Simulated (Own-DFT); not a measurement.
# Stretching a layer in its plane: wurtzite AlGaN with randomly placed atoms, 128 atoms (Al48Ga16N64)

Source: density functional calculations with Own-DFT, an unreviewed in-house program that is no longer used. Nothing was measured or relaxed, and spin and spin-orbit coupling are left out.

Settings: PBE; PseudoDojo norm-conserving scalar-relativistic files (stringent for Ga); cutoff 96 hartree; 3 x 3 x 3 k mesh centred on Gamma; Gaussian smearing of 0.01 eV.

Known weak points: k mesh not checked against a denser one; stress not checked against mesh or cutoff.

Unstrained cell vectors in Å: (12.525, 0.000, 0.000); (-6.262, 10.847, 0.000); (0.000, 0.000, 10.066). The unstrained cell has measured lattice constants (interpolated for alloys), not those of this functional. That, the random moves and any unrelaxed bonds set the pressure at no strain. Each run strains x and y alike by e, as a substrate would, and holds the height along z. Random moves of width 0.05 Å per axis were added to every atom. The random placing of the alloy's atoms differs from row to row. Stress is positive in tension.

```
e (%)  u (Å)  (s_xx + s_yy)/2 (GPa)  s_zz (GPa)
-2.50  0.052                 -23.28      -10.29
-2.00  0.051                 -17.78      -10.93
-1.00  0.052                 -13.38       -6.84
-0.75  0.053                 -11.13       -8.32
-0.25  0.046                  -7.15       -6.47
 0.25  0.052                      ?           ?
 1.50  0.051                   1.23       -2.72
 1.75  0.051                   3.59       -6.89
 2.50  0.047                   6.34       -2.03
 2.75  0.049                   7.73       -3.15
```

## Analysis

With e as a fraction, the in-plane stress is -6.3 + 583 e - 2723 e² GPa (errors 16 and 1134, scatter 0.84), and s_zz is -6.7 + 148 e GPa (slope ± 27, scatter 1.51). At e = 0 the first slope is C11 + C12 and the second 2 C13, both with the ions held to the strained lattice and at the cell's own pressure. A free layer would change its height as e changes, and the in-plane slope would drop by 2 C13²/C33 to the biaxial modulus. At fixed height, a misfit of 1 % moves the in-plane stress by about 5.8 GPa and s_zz by 1.5 GPa.

## Prediction

Asked: what are the two stresses at e = 0.25 %?

Estimate: -4.9 and -6.4 GPa. The hidden result is -5.28 and -5.96 GPa.
